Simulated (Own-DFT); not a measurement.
# Computed records: Hf₁₆O₃₁ (monoclinic hafnia with two neutral oxygen vacancies, atoms displaced)

All values are calculated (Own-DFT development build). A calculation, not a measurement: plane-wave PBE and HSE06 DFT by an unreviewed code, no spin, of a simulated cell at Gamma alone, so results move with cell size and shape, stress positive in tension, energies less offsets, not probed for a lower state with spin; hafnium file: forces about 75 meV/angstrom off all-electron values; oxygen file: force components 24 meV/angstrom off all-electron in a glass; k mesh not checked against a denser one; forces and stress are PBE's, HSE06 gives the energy alone, and its difference from PBE has offsets of its own; offsets are fitted by least squares, one for each functional and potential file, so energies compare only between cells with the same atoms and settings and are not formation energies; the far tail of each file's local potential was reset to the Coulomb form; each entry is a single point on an unrelaxed cell, so the pressure reflects the starting lattice, mostly measured values, from which strain is counted, and rises with the displacements; printed positions are rounded, which can move forces by about a meV/angstrom; the program is a retired in-house code; no spin-orbit coupling.

Hf₁₆O₃₁ (monoclinic hafnia with two neutral oxygen vacancies, atoms displaced)

```
CELL_PARAMETERS angstrom
10.23400 0.00000 0.00000
0.00000 10.35000 0.00000
-1.69550 0.00000 10.44530
ATOMIC_POSITIONS crystal
Hf 0.14181 0.02140 0.10858
Hf 0.36491 0.26563 0.14742
Hf 0.36321 0.48132 0.40104
Hf 0.13851 0.22778 0.35668
O 0.03655 0.16541 0.17659
O 0.46422 0.41560 0.08064
O 0.45936 0.34049 0.32576
O 0.03838 0.08823 0.42297
O 0.22184 0.38121 0.23656
O 0.27356 0.12853 0.01344
O 0.27653 0.11852 0.26133
O 0.22810 0.36921 0.49224
Hf 0.13845 0.01738 0.60554
Hf 0.35914 0.26885 0.64416
Hf 0.36305 0.48158 0.89637
Hf 0.13432 0.22977 0.85476
O 0.04033 0.16388 0.67711
O 0.46648 0.41461 0.57594
O 0.46552 0.33089 0.82419
O 0.03864 0.08386 0.92552
O 0.22382 0.37429 0.73916
O 0.27366 0.13011 0.50922
O 0.27311 0.11566 0.75962
O 0.22380 0.37464 0.98563
Hf 0.13759 0.52036 0.10384
Hf 0.36444 0.76830 0.14563
Hf 0.36118 0.97891 0.39896
Hf 0.13811 0.73461 0.35096
O 0.03412 0.66942 0.16734
O 0.45652 0.91163 0.07502
O 0.46238 0.83681 0.32945
O 0.03474 0.58357 0.42252
O 0.23033 0.87742 0.24176
O 0.27454 0.62717 0.01091
O 0.27771 0.62230 0.26103
O 0.22540 0.87425 0.48860
Hf 0.13725 0.52329 0.60518
Hf 0.36037 0.77286 0.64847
Hf 0.36571 0.97836 0.90016
Hf 0.14320 0.72839 0.85469
O 0.03324 0.66820 0.67362
O 0.45906 0.91814 0.57589
O 0.46543 0.83436 0.82865
O 0.03502 0.57786 0.92772
O 0.22598 0.88283 0.74297
O 0.28056 0.62985 0.50842
O 0.27276 0.62052 0.75725
O 0.21633 0.87089 0.99111
Hf 0.64192 0.01906 0.10925
Hf 0.85810 0.27250 0.14341
Hf 0.86493 0.48048 0.39261
Hf 0.63865 0.23843 0.35519
O 0.53655 0.16586 0.17138
O 0.96379 0.41734 0.07916
O 0.96155 0.33378 0.33071
O 0.53555 0.08190 0.42487
O 0.72997 0.37605 0.24063
O 0.77847 0.12957 0.00747
O 0.77547 0.12398 0.25485
O 0.73078 0.36965 0.49189
Hf 0.64003 0.02077 0.60097
Hf 0.86487 0.27316 0.64809
Hf 0.86220 0.48012 0.89820
Hf 0.64126 0.23253 0.85511
O 0.53183 0.16788 0.67512
O 0.95786 0.41604 0.57669
O 0.95663 0.33839 0.82217
O 0.53724 0.08191 0.91894
O 0.72268 0.37609 0.73330
O 0.77527 0.12957 0.51059
O 0.77638 0.12218 0.75982
O 0.72722 0.37129 0.99079
Hf 0.63965 0.51436 0.10362
Hf 0.85550 0.76589 0.14624
Hf 0.86086 0.97833 0.39526
Hf 0.63950 0.72852 0.34947
O 0.53880 0.66696 0.17299
O 0.96769 0.91893 0.08038
O 0.96111 0.83851 0.32738
O 0.53585 0.58429 0.42590
O 0.72620 0.88101 0.23894
O 0.77671 0.62891 0.01243
O 0.78154 0.61979 0.26137
O 0.72305 0.87365 0.48980
Hf 0.63824 0.51965 0.60684
Hf 0.86148 0.77025 0.64855
Hf 0.86159 0.97721 0.88812
Hf 0.63455 0.72992 0.85387
O 0.96414 0.91669 0.57890
O 0.96035 0.83261 0.82526
O 0.53765 0.57992 0.92667
O 0.72740 0.87696 0.74205
O 0.77081 0.62650 0.51100
O 0.72242 0.86922 0.98905
```

| Quantity | Value |
| --- | --- |
| first functional | PBE |
| second functional | HSE06 |
| exact exchange share | 0.25 |
| screening | 0.11 1/bohr |
| exchange divergence | Gygi-Baldereschi |
| potential files | PseudoDojo norm-conserving, scalar-relativistic, made for PBE, standard set |
| wave cutoff | 48 hartree |
| occupations | fixed |
| k mesh | 1 x 1 x 1 centred on Gamma |
| PBE energy of cell above offsets | -91.338 eV |
| HSE06 less PBE above offsets | 0.441 eV |
| PBE pressure | 3.66 GPa |
| PBE stress xx | -3.56 GPa |
| PBE stress yy | -3.53 GPa |
| PBE stress zz | -3.88 GPa |
| PBE stress yz | -0.17 GPa |
| PBE stress xz | -0.16 GPa |
| PBE stress xy | 0.26 GPa |

Force:
| element | x (eV/Å) | y (eV/Å) | z (eV/Å) |
| --- | --- | --- | --- |
| Hf | -1.222 | -0.349 | -0.444 |
| Hf | -1.197 | 0.884 | -0.251 |
| Hf | -0.673 | 0.255 | -0.895 |
| Hf | 0.031 | 0.792 | -0.811 |
| O | -0.442 | 0.489 | -0.203 |
| O | 0.477 | 0.211 | -0.313 |
| O | 1.617 | -1.321 | 0.063 |
| O | -1.302 | -1.219 | 0.409 |
| O | 0.088 | -0.468 | 0.312 |
| O | 0.689 | 0.211 | -0.232 |
| O | 0.273 | 0.445 | 0.197 |
| O | -0.564 | 0.56 | -0.189 |
| Hf | 0.133 | 0.999 | -0.094 |
| Hf | 0.3 | -0.276 | 0.612 |
| Hf | 0.021 | -1.435 | -0.32 |
| Hf | 0.631 | -0.354 | 0.129 |
| O | -1.028 | 0.463 | -0.422 |
| O | 0.231 | 0.373 | 0.468 |
| O | -0.332 | 0.893 | 0.878 |
| O | -0.704 | -0.056 | -0.488 |
| O | -0.224 | 0.952 | -0.213 |
| O | 0.244 | -0.258 | 0.267 |
| O | 0.332 | 0.585 | 0.422 |
| O | 0.072 | -0.297 | 0.174 |
| Hf | 0.225 | -0.267 | 0.798 |
| Hf | -1.121 | -0.147 | 0.683 |
| Hf | 0.272 | 0.442 | -0.56 |
| Hf | 0.021 | -0.581 | -0.239 |
| O | -0.086 | 0.173 | 0.753 |
| O | 1.708 | 1.034 | 0.522 |
| O | 1.441 | -1.064 | -0.409 |
| O | 0.657 | 0.556 | 0.123 |
| O | -0.698 | -0.004 | -0.111 |
| O | 0.566 | 0.329 | -0.507 |
| O | -0.284 | 0.104 | -0.002 |
| O | -0.89 | -0.632 | 0.139 |
| Hf | -0.29 | -0.952 | -0.565 |
| Hf | 0.611 | 0.14 | -0.578 |
| Hf | -0.73 | 0.967 | -0.744 |
| Hf | -1.505 | 0.387 | 0.616 |
| O | 0.328 | -0.384 | 0.08 |
| O | 0.77 | -0.385 | 0.993 |
| O | 0.071 | -0.8 | -0.541 |
| O | 0.315 | 1.107 | -1.328 |
| O | -0.097 | -1.313 | 0.046 |
| O | -0.685 | 0.404 | 0.777 |
| O | 0.252 | 0.08 | 0.411 |
| O | 0.557 | -0.51 | -0.386 |
| Hf | -0.067 | 0.561 | -1.694 |
| Hf | 1.776 | -1.334 | 0.513 |
| Hf | -0.131 | -0.559 | 1.233 |
| Hf | -0.34 | -1.339 | 0.521 |
| O | -0.076 | 0.079 | 0.244 |
| O | -0.118 | -0.091 | 0.03 |
| O | 0.728 | -0.406 | -0.318 |
| O | 0.408 | 0.92 | -0.505 |
| O | -1.204 | 0.601 | -0.3 |
| O | -0.436 | -0.012 | 0.394 |
| O | -0.23 | -0.424 | 0.82 |
| O | -0.847 | 0.124 | -0.852 |
| Hf | -0.873 | 0.611 | 0.541 |
| Hf | -0.285 | -0.986 | -1.032 |
| Hf | -0.112 | 0.464 | -0.294 |
| Hf | -0.823 | -1.111 | -0.847 |
| O | 0.873 | -0.755 | -0.484 |
| O | 1.869 | 1.166 | 0.206 |
| O | 1.263 | -0.632 | 0.863 |
| O | -0.051 | -0.162 | 0.739 |
| O | -0.284 | 0.841 | 0.809 |
| O | 0.122 | -0.008 | -0.247 |
| O | -0.053 | -0.314 | -0.145 |
| O | -0.539 | 0.217 | -0.073 |
| Hf | -0.505 | 0.709 | 0.008 |
| Hf | 1.988 | 1.494 | -0.931 |
| Hf | 0.287 | 1.272 | 0.401 |
| Hf | -1.18 | 0.126 | 1.605 |
| O | 0.308 | -0.296 | -0.102 |
| O | -0.932 | -0.656 | -0.251 |
| O | 0.885 | -0.973 | 0.053 |
| O | 0.141 | 0.395 | -0.189 |
| O | -0.687 | -0.392 | 0.301 |
| O | -0.177 | -0.42 | -0.547 |
| O | -0.561 | 0.249 | -0.307 |
| O | 0.136 | -0.373 | -0.363 |
| Hf | -0.41 | 0.228 | -0.339 |
| Hf | -0.657 | -0.224 | -0.807 |
| Hf | 0.221 | 0.717 | 2.302 |
| Hf | 0.354 | -0.648 | 0.214 |
| O | -0.086 | -0.046 | -0.177 |
| O | 1.275 | -0.797 | 0.266 |
| O | 0.019 | 0.402 | -0.537 |
| O | -0.571 | 0.08 | -0.488 |
| O | 0.572 | 0.492 | 0.478 |
| O | 0.145 | 0.446 | 0.265 |
